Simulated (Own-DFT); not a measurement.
# Strain and stress in 4H SiC, 32 atoms (C16Si16)

These are calculations, not measurements. The program, named Own-DFT, is a retired in-house plane-wave density functional code that no person has reviewed. Each row is one single-point run on a periodic cell that was not relaxed, without spin or spin-orbit coupling.

Settings of every run: PBE; PseudoDojo norm-conserving scalar-relativistic files; cutoff 42 hartree; 5 x 5 x 3 k mesh centred on Gamma; Fermi-Dirac smearing of 0.1 eV.

Known limits: forces on such cells passed a denser k mesh, each cell not checked; stress not checked against mesh or cutoff.

Unstrained cell vectors in Å: (6.165, 0.000, 0.000); (-3.083, 5.339, 0.000); (0.000, 0.000, 10.068). The unstrained cell has measured lattice constants (interpolated for alloys), not those of this functional. That, the random moves and any unrelaxed bonds set the pressure at no strain. Each run strains this cell uniformly, with the atoms carried along. Every atom was also moved at random, by a Gaussian of width 0.05 Å on each axis. Strain is the symmetric tensor, in per cent. Stress is positive in tension, and the pressure is minus a third of its trace.

| run | e_xx (%) | e_yy (%) | e_zz (%) | e_yz (%) | e_xz (%) | e_xy (%) | s_xx (GPa) | s_yy (GPa) | s_zz (GPa) | s_yz (GPa) | s_xz (GPa) | s_xy (GPa) | P (GPa) | E (meV/atom) |
|---|---|---|---|---|---|---|---|---|---|---|---|---|---|---|
| 1 | 1.72 | 1.16 | 1.63 | 1.43 | -1.84 | 0.45 | 5.52 | 4.70 | 3.30 | 3.41 | -6.00 | 2.50 | -4.50 | 0.0 |
| 2 | 1.98 | 1.00 | -1.53 | -1.00 | -1.93 | -0.65 | 5.54 | 1.13 | -13.90 | -2.63 | -6.14 | -2.90 | 2.41 | 30.9 |
| 3 | 0.76 | -1.55 | -0.63 | -1.46 | 0.54 | -0.66 | -0.25 | -9.03 | -16.22 | -4.07 | 1.32 | -4.32 | 8.50 | 15.9 |
| 4 | 0.73 | 1.91 | 1.03 | -1.31 | 0.85 | 1.95 | -1.69 | 6.07 | 2.41 | -4.48 | 3.68 | 7.86 | -2.26 | 16.5 |
| 5 | -0.97 | 1.68 | -1.08 | 0.68 | 1.49 | -1.03 | -8.45 | 3.48 | -13.32 | 3.48 | 4.77 | -5.49 | 6.09 | 10.5 |
| 6 | -0.45 | -1.43 | 1.55 | 1.43 | 1.52 | 0.59 | -6.13 | -12.88 | -1.26 | 7.31 | 5.50 | 2.31 | 6.76 | 38.5 |
| 7 | -1.90 | -1.53 | 0.58 | 0.54 | 0.37 | 1.62 | -19.42 | -11.48 | -7.01 | 1.93 | 1.25 | 6.96 | 12.64 | 47.9 |
| 8 | -0.30 | -1.56 | -1.65 | 1.10 | 0.96 | -0.75 | -11.94 | -14.36 | -16.95 | 3.12 | 5.72 | -3.50 | 14.42 | 41.1 |
| 9 | -1.22 | -0.63 | -1.12 | -0.37 | -0.05 | 0.79 | -15.24 | -12.09 | -12.91 | -1.68 | 1.72 | 3.83 | 13.41 | 54.7 |
| 10 | -1.94 | 0.85 | 1.88 | -0.34 | -1.10 | 0.04 | -16.40 | 0.18 | 5.11 | -0.44 | -4.32 | -0.78 | 3.70 | 6.8 |
| 11 | 0.65 | -0.50 | 1.64 | 0.55 | -0.94 | 0.23 | -0.73 | -3.87 | 1.21 | 1.50 | -2.97 | 0.25 | 1.13 | 5.2 |
| 12 | 1.07 | 1.91 | 1.60 | 0.38 | -1.11 | 0.45 | 3.37 | 8.21 | 0.87 | 1.26 | -3.92 | -0.14 | -4.15 | 20.1 |
| 13 | 1.97 | 1.46 | 1.32 | 0.43 | 1.87 | -0.29 | 6.87 | 4.86 | 1.63 | 2.95 | 6.05 | -0.23 | -4.46 | 22.4 |
| 14 | 1.11 | 0.91 | -0.07 | 1.35 | -0.06 | -0.39 | -0.08 | 1.14 | -7.07 | 4.99 | 0.08 | -2.78 | 2.00 | 46.1 |
| 15 | 0.40 | -1.90 | 0.91 | 1.13 | -0.08 | 1.30 | -4.76 | -16.02 | -1.88 | 4.32 | 1.21 | 6.90 | 7.55 | 40.2 |
| 16 | -0.89 | 1.07 | 1.95 | 1.09 | -1.25 | 1.77 | ? | ? | ? | ? | ? | ? | ? | ? |

E is the free energy for each atom above the lowest run shown.

## Worked fit

Each stress component was fitted by least squares to a constant and the strains of the runs shown, as fractions, with shears doubled. Shear strains stay in the fit of a normal stress only where such slopes are resolved. The slopes, in GPa:

```
stress,at no strain,per e_xx,per e_yy,per e_zz,scatter
s_xx,-6.0,598 ± 40,59 ± 37,63 ± 39,1.83
s_yy,-4.4,80 ± 40,526 ± 37,71 ± 39,1.83
s_zz,-7.4,-1 ± 43,105 ± 40,557 ± 41,1.96
```

Each shear stress against twice its own strain: yz 157 ± 14, xz 167 ± 9, xy 240 ± 19 GPa. These are stiffnesses along x, y and z of the frame in which the cell vectors are given, which need not be the crystal's axes. The atoms are held to the strained lattice; where symmetry lets them move under strain, relaxing them would lower some slopes. The table should be nearly symmetric about its diagonal, and what it lacks of that shows the noise. A ninth of its sum, 229 ± 5 GPa, estimates the bulk modulus near the mean pressure of these runs, 4.2 GPa, so it lies above the value at zero pressure.

## Withheld run

Question: what normal stresses and pressure should run 16 give?

The fit gives s_xx = -9.5, s_yy = 1.9, s_zz = 4.6 and P = 1.0 GPa. The calculation gave -9.72, 1.37, 5.41 and P = 0.98 GPa.
